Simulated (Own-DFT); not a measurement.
# Energy and forces against displacement in monoclinic HfO2, 96 atoms (Hf32O64)

Calculated results; nothing here was measured. They come from Own-DFT, an in-house plane-wave density functional program, since retired, whose code no person has reviewed. Each row is one single-point run on a periodic cell that was not relaxed, without spin or spin-orbit coupling.

Settings of every run: PBEsol; PseudoDojo norm-conserving scalar-relativistic files, made for PBE; cutoff 72 hartree; 2 x 2 x 2 k mesh centred on Gamma; Fermi-Dirac smearing of 0.1 eV.

Known limits: hafnium file: forces about 75 meV/angstrom off all-electron values; oxygen file: force components 24 meV/angstrom off all-electron in a glass; forces on such cells passed a denser k mesh, each cell not checked; stress not checked against mesh or cutoff.

Cell vectors in Å: (10.234, 0.000, 0.000); (0.000, 10.350, 0.000); (-1.696, 0.000, 10.445). In each run every atom was moved at random and independently from its ideal site; u is the rms move along one axis. E is the free energy for each atom above the fitted value at u = 0, and F the rms of the force components.

| run | u (Å) | E (meV/atom) | F (eV/Å) | largest force (eV/Å) | P (GPa) |
|---|---|---|---|---|---|
| 1 | 0.0192 | 8.9 | 0.382 | 1.42 | -2.62 |
| 2 | 0.0208 | ? | ? | ? | ? |
| 3 | 0.0483 | 59.2 | 1.000 | 3.53 | -1.01 |
| 4 | 0.0496 | 61.4 | 1.102 | 4.97 | -0.75 |
| 5 | 0.0532 | 70.6 | 1.111 | 4.73 | -0.03 |
| 6 | 0.0793 | 148.9 | 1.745 | 7.54 | 1.96 |
| 7 | 0.0822 | 169.5 | 1.911 | 8.95 | 3.33 |
| 8 | 0.0833 | 170.0 | 1.840 | 8.28 | 3.55 |
| 9 | 0.1226 | 317.4 | 2.491 | 9.51 | 6.39 |

## Worked fit

For small independent moves the energy grows as E = (3/2) K u², with K the mean stiffness felt by one atom. The runs with u up to 0.11 Å give K = 16.5 ± 0.2 eV/Å², with residuals divided by u² + 0.0006 Å², since the noise grows with the moves. The scatter is 1.7 meV/atom at u = 0.05 Å. The forces follow F = G u with G = 21.6 eV/Å²; no force at u = 0 is resolved. G exceeds K because the moves of its neighbours add to the force on an atom, and stiffness differs between atoms. The pressure follows P = -2.91 + 886 u² GPa: at fixed volume, shortened bonds push harder than stretched ones pull.

## Withheld run

Question: what energy and rms force should run 2 give?

The fit gives 11 ± 1 meV/atom and about 0.45 eV/Å. The calculation gave 12.1 meV/atom and 0.442 eV/Å.
